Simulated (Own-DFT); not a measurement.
Simulation results for Al3GaN4 (wurtzite random alloy, strained, atoms displaced)

All values are calculated (Own-DFT development build). A calculation, not a measurement: plane-wave PBE density functional theory by an unreviewed code, no spin, of a simulated periodic cell, stress positive in tension, free energy of the whole cell less one offset for each atom, forces on such cells passed a denser k mesh, this cell's mesh not checked; offsets are fitted by least squares, one for each functional and potential file, so energies compare only between cells with the same atoms and settings and are not formation energies; the far tail of each file's local potential was reset to the Coulomb form; each entry is a single point on an unrelaxed cell, so the pressure reflects the starting lattice, mostly measured values, from which strain is counted, and rises with the displacements; printed positions are rounded, which can move forces by about a meV/angstrom; the program is a retired in-house code; no spin-orbit coupling.

Settings shared by all entries: functional PBE; potential files PseudoDojo norm-conserving, scalar-relativistic, standard set with the stringent files for Ga; wave cutoff 96 hartree; occupations Gaussian; smearing width 0.01 eV; k mesh 4 x 4 x 3 centred on Gamma.

(1) Al3GaN4 (wurtzite random alloy, strained, atoms displaced)

```
Al3GaN4
1.0
      9.5581     0.0000     0.0000
     -4.7791     8.2776     0.0000
      0.0000     0.0000    10.0655
Ga Al N Al N Al N Al N Ga N Al N Al N Ga Al N Al N Al N Ga N Al Ga N Al N Ga Al N Ga Al N Al N Al N Al N
1 1 2 2 2 2 2 2 2 2 2 2 2 2 2 1 1 2 2 2 2 2 2 2 1 1 2 2 2 1 1 2 1 1 2 2 2 2 2 2 2
Direct
  0.10569 0.21178 0.99855
  0.21299 0.11262 0.25942
  0.10724 0.21964 0.19618
  0.22166 0.10936 0.44244
  0.10573 0.21431 0.50127
  0.22402 0.11578 0.75646
  0.11658 0.22997 0.68966
  0.23194 0.10880 0.94314
  0.10605 0.55329 0.99513
  0.21891 0.44688 0.25143
  0.10445 0.55226 0.18831
  0.22424 0.44602 0.44180
  0.10772 0.55143 0.49626
  0.21587 0.44450 0.75179
  0.10883 0.55425 0.69475
  0.22189 0.44451 0.94122
  0.10917 0.89223 0.99689
  0.22723 0.78262 0.25056
  0.12349 0.89598 0.19297
  0.21684 0.77525 0.44018
  0.11468 0.89073 0.49347
  0.22930 0.77962 0.74887
  0.10707 0.88206 0.68875
  0.21366 0.76612 0.94287
  0.44569 0.22742 0.00230
  0.55115 0.11614 0.25084
  0.43588 0.22189 0.18484
  0.54889 0.10335 0.44391
  0.44493 0.22782 0.49973
  0.55407 0.11652 0.74865
  0.44780 0.22369 0.68841
  0.55287 0.10160 0.95127
  0.44133 0.55374 0.00564
  0.55109 0.45295 0.24198
  0.43931 0.55376 0.19648
  0.56302 0.44967 0.44793
  0.45075 0.55736 0.49881
  0.54756 0.44015 0.74436
  0.44762 0.55213 0.68865
  0.55621 0.44387 0.94320
  0.43808 0.87610 0.00607
  0.55274 0.77617 0.25415
  0.45207 0.89293 0.19149
  0.55210 0.77834 0.43542
  0.44436 0.88721 0.51210
  0.54298 0.76534 0.75343
  0.43768 0.87765 0.69325
  0.55149 0.77462 0.93759
  0.77715 0.21672 0.99561
  0.88090 0.11167 0.24477
  0.77598 0.21877 0.18700
  0.88452 0.11530 0.43810
  0.77879 0.22072 0.50382
  0.88622 0.10451 0.74936
  0.78370 0.22702 0.69920
  0.89204 0.11112 0.94191
  0.78098 0.56044 0.00273
  0.88433 0.44061 0.25538
  0.78155 0.55578 0.19657
  0.88828 0.45063 0.44528
  0.79966 0.56650 0.49455
  0.89431 0.44529 0.74903
  0.76938 0.54388 0.69151
  0.88989 0.43729 0.93788
  0.78270 0.87610 0.01723
  0.89432 0.77826 0.24876
  0.78266 0.88227 0.18999
  0.89902 0.78337 0.43081
  0.76859 0.89189 0.50044
  0.88919 0.78977 0.74676
  0.77273 0.88084 0.68617
  0.88482 0.77010 0.92913
```

- free energy of cell above offsets: -23.916 eV
- pressure: -1.1 GPa
- stress xx: 3.2 GPa
- stress yy: 4.02 GPa
- stress zz: -3.92 GPa
- stress yz: 0.21 GPa
- stress xz: -0.47 GPa
- stress xy: 1.02 GPa

Force:
```
element  x (eV/Å)  y (eV/Å)  z (eV/Å)
     Ga     0.767     1.499     0.663
     Al     1.282     0.099    -1.606
      N     -0.49     0.222     0.226
      N    -0.954     0.099     0.247
     Al     0.093     1.205    -0.361
     Al     0.363    -0.678    -1.425
      N    -0.284    -1.545     0.434
      N    -0.938     0.927    -1.095
     Al      0.21    -0.859     0.795
     Al    -0.409    -0.545    -0.068
      N      0.34    -0.304     0.345
      N    -0.084    -0.473     0.057
     Al     0.601     0.618     0.766
     Al     0.905     0.307    -0.248
      N      0.65     0.497    -1.046
      N     0.264     0.159     0.087
     Ga      1.07    -1.249      0.45
     Ga     0.323    -0.893     -0.29
      N    -2.212     0.092    -0.118
      N     1.033     0.044     1.427
     Al    -0.172     -0.33     1.035
     Al    -2.179    -1.118     0.727
      N     0.258     1.381     0.106
      N     0.066     0.892        -1
     Al     1.203    -0.752    -0.335
     Al     0.351    -0.324    -0.476
      N     0.224     0.642     2.033
      N     0.238     0.127    -0.373
     Ga     0.502    -0.107    -0.431
     Al     0.992    -0.679     1.254
      N    -0.967    -0.759     1.618
      N    -0.596     1.438     -1.83
     Al    -0.022    -0.107    -1.047
     Al     1.759     -1.54     1.568
      N    -0.489     0.006    -1.089
      N    -0.005     0.938    -1.904
     Al    -0.481    -0.403     0.052
     Al     1.715      0.73     0.716
      N    -1.604    -0.867    -0.327
      N    -1.129    -0.027    -0.286
     Ga     -0.44     0.822    -1.014
     Ga     0.171     0.386    -1.303
      N    -0.465     0.431     1.086
      N     0.235     0.104     2.991
     Al    -0.714    -0.378    -2.286
     Ga     1.177     0.568    -0.331
      N     0.032     2.116    -0.038
      N      1.73    -0.744      2.38
     Al    -0.466     0.314     0.187
     Al     1.011    -0.197     0.443
      N    -0.826     0.513     0.714
      N     1.496    -1.273    -0.164
     Ga    -1.326     0.651     0.283
     Al    -0.042     0.481     0.297
      N    -0.231    -1.494    -0.199
      N    -0.773    -2.033    -0.393
     Ga     0.766    -1.729     -0.74
     Al     0.583     0.026    -0.957
      N    -0.848     0.161     0.103
      N     1.875    -1.221    -1.194
     Al    -3.297     0.003     1.815
     Al     -1.52     0.482       0.4
      N     0.643     1.529    -0.507
      N    -0.326     0.018     0.338
     Al    -1.482     0.767    -4.544
     Al     0.804    -0.018    -0.024
      N    -0.295     0.774     2.049
      N    -1.086     0.225     1.548
     Al     1.343     -0.42    -0.898
     Al     1.232    -2.669    -0.845
      N    -0.549      1.63    -0.085
      N     -0.61     1.816     1.643
```

(2) Al3GaN4 (wurtzite random alloy, strained, atoms displaced)

```
Al3GaN4
1.0
      9.5581     0.0000     0.0000
     -4.7791     8.2776     0.0000
      0.0000     0.0000    10.0655
Al Ga N Al N Al N Al Ga N Al N Al N Al N Al N Al N Ga Al N Al N Al N Ga N Al N Ga N Al Ga N Ga Al N Al N
1 1 2 2 2 2 2 1 1 2 2 2 2 2 2 2 2 2 2 2 1 1 2 2 2 2 2 2 2 2 2 2 2 1 1 2 1 1 2 2 2
Direct
  0.11553 0.23021 0.99758
  0.22046 0.11414 0.24528
  0.11502 0.21503 0.19085
  0.22759 0.10467 0.43870
  0.10874 0.21446 0.50225
  0.21986 0.11407 0.75744
  0.11098 0.22833 0.69007
  0.21878 0.10927 0.94696
  0.10778 0.54943 0.99233
  0.23356 0.44930 0.24892
  0.10237 0.55692 0.18994
  0.22727 0.44995 0.43869
  0.11871 0.55723 0.50403
  0.22998 0.44780 0.74778
  0.09826 0.54307 0.69598
  0.22059 0.43987 0.93955
  0.11777 0.89713 0.99542
  0.22589 0.77903 0.26053
  0.11281 0.88852 0.18499
  0.22007 0.77435 0.43584
  0.11194 0.89548 0.49849
  0.23140 0.78357 0.74982
  0.11514 0.88969 0.68978
  0.22728 0.78351 0.94830
  0.44770 0.22169 0.00138
  0.55820 0.11326 0.25402
  0.44892 0.21809 0.18852
  0.55585 0.10455 0.43921
  0.44360 0.21953 0.50147
  0.55117 0.11942 0.74553
  0.44517 0.22695 0.69360
  0.55758 0.11311 0.93830
  0.45337 0.56074 0.99905
  0.56239 0.45252 0.25345
  0.43749 0.55276 0.18437
  0.56189 0.44874 0.44347
  0.43683 0.54214 0.50333
  0.55654 0.44328 0.75592
  0.44383 0.55057 0.69290
  0.56015 0.45159 0.93833
  0.43946 0.89307 0.00137
  0.55880 0.78593 0.25351
  0.45974 0.90091 0.18891
  0.55262 0.78500 0.43785
  0.44209 0.89149 0.49857
  0.55200 0.77947 0.75819
  0.44591 0.89078 0.68263
  0.55785 0.78641 0.93996
  0.76960 0.21245 0.99611
  0.87852 0.09608 0.24852
  0.77117 0.21288 0.20117
  0.89299 0.10885 0.43947
  0.77373 0.22671 0.50997
  0.88848 0.11368 0.74864
  0.78586 0.21867 0.69172
  0.89416 0.11807 0.93021
  0.78136 0.56565 0.99902
  0.87611 0.44478 0.25592
  0.77132 0.55244 0.19058
  0.88237 0.44071 0.44665
  0.77058 0.55705 0.50307
  0.89740 0.44970 0.74962
  0.77836 0.55343 0.68370
  0.89039 0.45041 0.94010
  0.77868 0.89969 0.99617
  0.88568 0.78409 0.25638
  0.78086 0.87746 0.18791
  0.89792 0.77580 0.43661
  0.77422 0.88811 0.49561
  0.88527 0.78072 0.75277
  0.75981 0.87550 0.69230
  0.88448 0.76938 0.93555
```

* free energy of cell above offsets: -22.932 eV
* pressure: -0.34 GPa
* stress xx: 1.81 GPa
* stress yy: 4.22 GPa
* stress zz: -5.01 GPa
* stress yz: 1.04 GPa
* stress xz: -0.64 GPa
* stress xy: -0.52 GPa

Force:
```
element  x (eV/Å)  y (eV/Å)  z (eV/Å)
     Al     -0.06    -1.171     0.875
     Ga     2.167    -1.491     0.213
      N    -2.648     2.364    -1.161
      N     -0.85     1.464     1.151
     Al     0.104     0.678    -0.889
     Al     0.144    -0.256    -0.931
      N     0.716    -1.993    -0.117
      N     0.435     1.425    -1.186
     Al    -0.155     0.987     1.716
     Al    -2.686     -0.98    -0.255
      N     1.805     -0.03    -0.101
      N    -0.957    -1.697     0.037
     Al    -1.479    -0.492    -0.662
     Ga    -1.232    -0.467     0.539
      N     3.811     3.821     -1.83
      N       0.5     1.397     0.694
     Al    -0.571    -1.995     1.135
     Al    -0.624    -0.219    -3.701
      N    -0.281    -0.687     0.773
      N     0.088      0.48     2.836
     Al     0.856    -1.425     0.234
     Al    -0.941    -0.632      0.29
      N    -0.655     0.433     0.508
      N    -0.282     -0.76    -1.868
     Al    -0.286     0.606     0.062
     Al    -0.369    -0.306    -0.432
      N    -0.033     1.448     0.426
      N    -0.788     1.353     1.333
     Al     0.412     0.157    -0.484
     Al     1.923    -1.008     0.392
      N    -0.642    -0.252    -0.281
      N    -1.806    -0.801    -0.986
     Al    -0.996     -0.12    -0.226
     Al    -0.954    -1.254     -0.81
      N     1.855     1.205     0.847
      N    -0.486    -1.468    -0.787
     Ga       0.5     2.005    -0.235
     Al     0.478     0.805    -1.211
      N     0.935     1.348     0.737
      N    -0.806    -1.327     0.551
     Al     1.128      0.09     0.444
     Al    -0.126    -0.917    -1.064
      N    -0.962    -1.198     0.442
      N     0.958    -0.552     0.295
     Al     0.261    -0.636    -0.545
     Al    -0.167    -0.342    -1.764
      N    -0.303     0.057     1.555
      N    -1.092    -0.955     0.661
     Ga      0.74     2.019       1.2
     Ga     0.769       1.8      0.29
      N     0.118     0.577    -1.553
      N    -0.488    -0.123     1.446
     Al      1.04    -0.634    -1.757
     Al     0.617    -1.038    -1.018
      N    -2.395    -0.033     0.164
      N     0.766     0.045     1.376
     Ga     0.614    -1.904     0.759
     Ga     2.012    -0.419    -0.348
      N     -0.79     1.567     0.605
      N     0.273     0.652     0.912
     Al      2.07     0.314    -0.538
     Ga    -3.141    -1.663     0.627
      N     -1.14     0.628     1.637
      N     0.338    -0.862     0.464
     Ga     1.162    -0.984    -0.155
     Al     3.035    -1.402     -1.52
      N    -2.241     0.337     0.083
      N    -1.803     0.329     1.326
     Al     0.065    -0.215     0.883
     Al     0.416    -0.833    -1.363
      N     1.689     1.635    -0.597
      N     0.438     3.512    -0.146
```

(3) Al3GaN4 (wurtzite random alloy, strained, atoms displaced)

```
Al3GaN4
1.0
      9.5581     0.0000     0.0000
     -4.7791     8.2776     0.0000
      0.0000     0.0000    10.0655
Al N Al N Ga Al N Ga Al N Al N Al N Ga N Al Ga N Al N Al N Al N Al Ga N Ga N Al N Al N Al N Al Ga N Al N
2 2 2 2 1 1 2 1 1 2 2 2 2 2 2 2 1 1 2 2 2 2 2 2 2 1 1 2 2 2 2 2 2 2 2 2 1 1 2 2 2
Direct
  0.11014 0.22748 0.00096
  0.21919 0.11407 0.24150
  0.10355 0.21917 0.18761
  0.22686 0.11718 0.44471
  0.11132 0.22023 0.50050
  0.23297 0.11204 0.74642
  0.10594 0.21812 0.68967
  0.21935 0.12355 0.94804
  0.10869 0.55451 0.01128
  0.22387 0.44095 0.25367
  0.12618 0.56197 0.18984
  0.22358 0.45693 0.44715
  0.11448 0.55352 0.50166
  0.21386 0.43920 0.75594
  0.10025 0.54940 0.68399
  0.22205 0.44726 0.93879
  0.10896 0.89366 0.00115
  0.22941 0.78697 0.24833
  0.10997 0.88344 0.18863
  0.21803 0.77158 0.43286
  0.11372 0.88312 0.50333
  0.21086 0.76720 0.75124
  0.11644 0.89781 0.69599
  0.21912 0.77606 0.94050
  0.44515 0.21836 0.00082
  0.55295 0.11160 0.24265
  0.44206 0.22368 0.19143
  0.56231 0.11235 0.44396
  0.43662 0.21417 0.49459
  0.55960 0.11056 0.75288
  0.43171 0.22149 0.68473
  0.55765 0.11566 0.93943
  0.44986 0.55924 0.00274
  0.56999 0.45314 0.24934
  0.44877 0.55837 0.19303
  0.55770 0.44826 0.43394
  0.43025 0.55046 0.50863
  0.56044 0.45462 0.75521
  0.44919 0.55782 0.69619
  0.54389 0.43385 0.95148
  0.44385 0.88657 0.99766
  0.55463 0.77405 0.25660
  0.45196 0.89753 0.18550
  0.54910 0.77890 0.43281
  0.43800 0.88549 0.49523
  0.56485 0.78345 0.75509
  0.45037 0.89414 0.68863
  0.55856 0.77562 0.94159
  0.77635 0.21933 0.00467
  0.88599 0.10722 0.25246
  0.78562 0.22381 0.19523
  0.89710 0.12423 0.44632
  0.78030 0.22188 0.50366
  0.89480 0.11033 0.74105
  0.77295 0.22716 0.68967
  0.87757 0.10740 0.93774
  0.78648 0.55649 0.99179
  0.89212 0.45192 0.25223
  0.77355 0.54348 0.20255
  0.87171 0.43411 0.44602
  0.76789 0.55179 0.49549
  0.89250 0.44602 0.75159
  0.77551 0.55422 0.67896
  0.89591 0.44915 0.93101
  0.77335 0.88511 0.99833
  0.89540 0.78239 0.25071
  0.77047 0.88520 0.20332
  0.89022 0.78007 0.44285
  0.77152 0.89183 0.50244
  0.89519 0.77890 0.74983
  0.77146 0.88883 0.68983
  0.88790 0.77672 0.94583
```

- free energy of cell above offsets: -22.710 eV
- pressure: -0.48 GPa
- stress xx: 1.58 GPa
- stress yy: 4.13 GPa
- stress zz: -4.28 GPa
- stress yz: -0.08 GPa
- stress xz: 0.8 GPa
- stress xy: -0.56 GPa

Force:
```
element  x (eV/Å)  y (eV/Å)  z (eV/Å)
     Al    -0.888    -0.112    -0.675
     Al      0.56    -0.258     0.929
      N     1.215     0.969     0.598
      N    -1.179    -1.562    -1.483
     Al     0.166     0.652     0.262
     Al    -2.448     0.384     1.399
      N     1.142     0.742     0.173
      N     0.558     -2.12    -1.249
     Ga     0.519      0.24    -2.404
     Al     0.197     0.663    -0.243
      N    -1.173     -0.33     2.909
      N     2.013    -3.128    -1.629
     Ga    -3.181     0.158    -0.986
     Al      0.62     0.357    -1.079
      N     1.275     0.841     2.589
      N     0.561    -0.257     0.845
     Al     0.671      0.18    -0.575
     Al     0.486    -0.725    -0.669
      N     0.651     1.506    -0.189
      N    -0.136     1.535     0.935
     Al    -1.013     0.687    -0.571
     Al     1.141     1.109    -0.081
      N     0.192    -1.779     -0.48
      N    -0.094     1.087    -0.082
     Ga    -0.866    -0.311     0.288
     Ga     0.725     0.996     1.689
      N    -0.526     0.451      0.72
      N    -1.191    -0.814    -0.227
     Al     1.817     1.753     0.382
     Ga    -1.171     0.553     -1.32
      N     2.202     1.662      0.28
      N     0.118    -1.655     0.974
     Al    -0.758    -0.821     0.167
     Al    -2.797    -1.659     0.298
      N    -0.237    -0.509    -0.214
      N    -1.593    -0.732     1.176
     Al     2.514     1.115    -0.879
     Al     0.096    -1.679    -0.626
      N     -1.27    -0.726    -0.215
      N     1.534     3.079    -1.813
     Al    -0.111      0.25     -0.24
     Al    -0.617      0.17    -1.742
      N    -0.239    -2.152    -0.045
      N       0.3    -0.334     2.924
     Al     0.752     0.914     0.438
     Ga    -1.868    -0.757    -0.875
      N     -1.38    -1.887    -0.212
      N    -0.616     0.116     1.411
     Ga     0.029     0.631    -0.462
     Ga    -0.126     0.151     0.499
      N    -1.072     1.345    -0.328
      N     0.038    -1.582     0.445
     Al    -1.111     0.252     -0.26
     Al    -2.023     0.082     1.139
      N       2.2     0.094     0.315
      N     2.131    -0.457    -0.331
     Al    -1.151    -0.904     1.437
     Al     1.225    -1.352     1.187
      N     1.542      2.12    -2.945
      N      1.23     1.361    -1.245
     Al     0.726     0.357    -0.366
     Al     -1.28    -0.796    -2.073
      N     0.147     0.743      2.93
      N     -1.05    -0.123     1.704
     Al     0.193     0.856     1.016
     Ga     -0.89    -0.963     0.556
      N     0.483    -0.325    -2.187
      N    -0.048      0.25     1.165
     Al     0.536    -0.288    -1.039
     Al    -1.021    -0.236    -0.624
      N     2.719     0.785    -0.292
      N    -0.098     0.138    -0.821
```
